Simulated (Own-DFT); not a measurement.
# Which arrangement is lower? C16Si16, 32 atoms

Calculated, not measured: single-point runs of Own-DFT, a retired in-house plane-wave DFT program that no person has reviewed, on unrelaxed cells, without spin or spin-orbit coupling.

Settings: PBE; PseudoDojo norm-conserving scalar-relativistic files; cutoff 42 hartree; 5 x 5 x 3 k mesh centred on Gamma; Fermi-Dirac smearing of 0.1 eV.

Keep in mind: forces on such cells passed a denser k mesh, each cell not checked; stress not checked against mesh or cutoff.

All cells hold the same atoms in the same cell, with vectors in Å (6.165, 0.000, 0.000); (-3.083, 5.339, 0.000); (0.000, 0.000, 10.068). Every atom was moved at random from its ideal site; u is the rms move along one axis. E is the free energy of the cell above the lowest run. The arrangements:

- A: 2H SiC
- B: 4H SiC

| arrangement | u (Å) | E (eV) | P (GPa) |
|---|---|---|---|
| A | 0.0293 | 0.415 | 3.83 |
| A | 0.0306 | 0.624 | 4.07 |
| A | 0.0308 | 0.513 | 3.95 |
| A | 0.0600 | 3.743 | 6.51 |
| A | 0.0612 | 3.453 | 6.43 |
| A | 0.0622 | 4.121 | 6.52 |
| B | 0.0257 | 0.000 | 3.49 |
| B | 0.0308 | 0.242 | 3.79 |
| B | 0.0321 | 0.279 | 3.70 |
| B | 0.0535 | 2.723 | 5.41 |
| B | 0.0605 | 3.891 | 6.48 |
| B | 0.0713 | 4.262 | 6.39 |

Q: once the cost of the random moves is taken out, how do the arrangements rank?

## Working it out

Fit E = a + b u², with one b for all and one a for each arrangement, and with residuals divided by u², since the noise grows with the moves. Then b = 1150 eV/Å², the scatter at u = 0.04 Å is 0.16 eV, and against A:

- B: -0.27 ± 0.07 eV (lower)

The cells share one lattice and weren't relaxed, which can shift such small differences either way.
